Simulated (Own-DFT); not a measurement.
GaP (zincblende, strained, atoms displaced) (calculated)

All values are calculated (Own-DFT development build). A calculation, not a measurement: plane-wave PBE density functional theory by an unreviewed code, no spin, of a simulated periodic cell, stress positive in tension, free energy of the whole cell less one offset for each atom, forces on such cells passed a denser k mesh, this cell's mesh not checked; offsets are fitted by least squares, one for each functional and potential file, so energies compare only between cells with the same atoms and settings and are not formation energies; the far tail of each file's local potential was reset to the Coulomb form; each entry is a single point on an unrelaxed cell, so the pressure reflects the starting lattice, mostly measured values (interpolated for alloys), from which strain is counted, and rises with the displacements; printed positions are rounded, which can move forces by about a meV/angstrom; the program, named Own-DFT, is a retired in-house code; no spin-orbit coupling.

```cif
# cell vector a (Å): 10.8620 0.0000 0.0000
# cell vector b (Å): 0.0000 10.8620 0.0000
# cell vector c (Å): 0.0000 0.0000 10.9361
data_GaP
_symmetry_space_group_name_H-M 'P 1'
_symmetry_Int_Tables_number 1
_cell_length_a 10.8620
_cell_length_b 10.8620
_cell_length_c 10.9361
_cell_angle_alpha 90.000
_cell_angle_beta 90.000
_cell_angle_gamma 90.000
_cell_volume 1290.27
loop_
_atom_site_label
_atom_site_type_symbol
_atom_site_fract_x
_atom_site_fract_y
_atom_site_fract_z
_atom_site_occupancy
Ga1 Ga 0.99768 0.00476 0.00250 1
Ga2 Ga 0.99597 0.25092 0.24760 1
Ga3 Ga 0.24901 0.99709 0.24799 1
Ga4 Ga 0.24802 0.24658 0.99706 1
P1 P 0.12317 0.12248 0.12213 1
P2 P 0.12894 0.37613 0.37619 1
P3 P 0.37746 0.12746 0.37516 1
P4 P 0.37739 0.37177 0.12584 1
Ga5 Ga 0.99840 0.99852 0.50350 1
Ga6 Ga 0.99892 0.25035 0.75596 1
Ga7 Ga 0.24245 0.00019 0.75072 1
Ga8 Ga 0.25064 0.25388 0.50144 1
P5 P 0.12140 0.12072 0.62918 1
P6 P 0.12450 0.38001 0.87062 1
P7 P 0.37715 0.12645 0.87111 1
P8 P 0.37230 0.37119 0.62880 1
Ga9 Ga 0.00359 0.49988 0.00081 1
Ga10 Ga 0.00314 0.74841 0.25634 1
Ga11 Ga 0.24845 0.49729 0.25300 1
Ga12 Ga 0.24663 0.75159 0.99744 1
P9 P 0.12525 0.62373 0.12066 1
P10 P 0.12815 0.87268 0.37736 1
P11 P 0.37840 0.62117 0.37456 1
P12 P 0.37305 0.87403 0.12694 1
Ga13 Ga 0.00196 0.49704 0.50104 1
Ga14 Ga 0.99962 0.75111 0.75570 1
Ga15 Ga 0.24991 0.50192 0.75369 1
Ga16 Ga 0.25259 0.74832 0.49468 1
P13 P 0.12847 0.62423 0.62763 1
P14 P 0.12727 0.87204 0.87374 1
P15 P 0.37334 0.62241 0.87472 1
P16 P 0.37125 0.87938 0.62360 1
Ga17 Ga 0.49755 0.00294 0.00171 1
Ga18 Ga 0.49539 0.24650 0.25291 1
Ga19 Ga 0.75636 0.99801 0.24601 1
Ga20 Ga 0.74603 0.25535 0.99607 1
P17 P 0.62592 0.12666 0.12142 1
P18 P 0.62399 0.37493 0.37699 1
P19 P 0.87715 0.12520 0.37529 1
P20 P 0.87523 0.37355 0.12238 1
Ga21 Ga 0.49680 0.00162 0.50374 1
Ga22 Ga 0.50070 0.24556 0.75115 1
Ga23 Ga 0.75018 0.99959 0.75389 1
Ga24 Ga 0.75113 0.24985 0.50083 1
P21 P 0.62547 0.12470 0.62410 1
P22 P 0.62393 0.37523 0.86793 1
P23 P 0.87053 0.12149 0.86931 1
P24 P 0.87303 0.37337 0.62685 1
Ga25 Ga 0.50384 0.49418 0.99941 1
Ga26 Ga 0.49848 0.75043 0.25010 1
Ga27 Ga 0.75086 0.50232 0.25081 1
Ga28 Ga 0.74999 0.75150 0.99961 1
P25 P 0.62055 0.62433 0.12516 1
P26 P 0.62666 0.87724 0.37408 1
P27 P 0.86909 0.63055 0.37366 1
P28 P 0.87484 0.87954 0.12470 1
Ga29 Ga 0.50118 0.49798 0.50346 1
Ga30 Ga 0.49855 0.75083 0.75314 1
Ga31 Ga 0.74808 0.49855 0.74826 1
Ga32 Ga 0.74611 0.75305 0.49580 1
P29 P 0.62402 0.62879 0.62393 1
P30 P 0.62762 0.87709 0.87460 1
P31 P 0.87046 0.63283 0.87522 1
P32 P 0.87361 0.87859 0.62459 1
_calc_functional 'PBE'
_calc_potential_files 'PseudoDojo norm-conserving, scalar-relativistic, standard set'
_calc_wave_cutoff 42  # hartree
_calc_occupations 'Fermi-Dirac'
_calc_smearing_width 0.1  # eV
_calc_hardware 'one NVIDIA H100'
_calc_k_mesh '3 x 3 x 3 centred on Gamma'
_calc_free_energy_of_cell_above_offsets '-34.965'  # eV
_calc_pressure 3.24  # GPa
_calc_stress_xx -3.41  # GPa
_calc_stress_yy -3.4  # GPa
_calc_stress_zz -2.9  # GPa
_calc_stress_yz 0.15  # GPa
_calc_stress_xz 0.13  # GPa
_calc_stress_xy -0.52  # GPa
_calc_wall_time 518.4  # s
```

Force:
```csv
element,x (eV/Å),y (eV/Å),z (eV/Å)
Ga,-0.062,-0.557,-0.788
Ga,0.605,-0.101,0.268
Ga,0.048,0.424,0.38
Ga,0.203,0.476,0.028
P,0.25,0.502,0.493
P,-0.871,-0.448,-0.223
P,-0.94,-0.632,0.288
P,-0.555,0.061,-0.192
Ga,0.23,0.068,-0.402
Ga,-0.075,-0.103,-0.57
Ga,0.848,-0.041,0.017
Ga,-0.179,-0.823,0.165
P,0.06,1.009,-0.54
P,-0.028,-0.677,0.724
P,-0.686,-0.588,0.42
P,0.409,0.513,0.105
Ga,-0.747,0.195,-0.421
Ga,-0.208,0.185,-0.832
Ga,0.488,0.384,-0.704
Ga,0.599,-0.347,0.284
P,0.119,0.212,0.894
P,-0.385,0.475,-0.086
P,-0.185,0.094,0.005
P,0.125,-0.035,-0.506
Ga,-0.363,0.545,0.069
Ga,-0.053,-0.032,-0.964
Ga,0.231,-0.14,-0.669
Ga,0.188,-0.231,0.655
P,-0.465,0.325,-0.321
P,-0.676,0.751,0.524
P,0.461,0.264,0.554
P,0.048,-0.595,0.354
Ga,0.162,-0.296,-0.184
Ga,0.941,0.381,-0.458
Ga,-0.793,0.686,0.451
Ga,0.283,-0.532,-0.075
P,-0.017,0.033,0.569
P,0.19,-0.134,-0.285
P,-0.101,-0.082,0.006
P,-0.22,0.482,0.007
Ga,0.383,-0.075,-0.409
Ga,0.069,0.281,-0.617
Ga,-0.411,-0.171,-1.004
Ga,-0.17,-0.04,-0.178
P,0.145,-0.113,0.22
P,-0.031,-0.003,0.392
P,0.512,0.846,1.163
P,0.419,0.084,-0.091
Ga,-0.463,0.343,-0.02
Ga,0.187,0.01,0.193
Ga,-0.319,-0.286,-0.213
Ga,-0.393,0.185,0.554
P,0.533,0.101,-0.21
P,-0.558,0.368,-0.264
P,0.827,-0.745,0.409
P,0.653,-1.084,-0.104
Ga,-0.167,-0.052,0.145
Ga,-0.095,0.221,-0.345
Ga,0.231,0.746,-0.141
Ga,0.2,0.107,0.649
P,-0.006,-0.195,0.157
P,-0.722,-0.144,0.394
P,0.408,-1.302,0.052
P,-0.113,-0.752,0.226
```
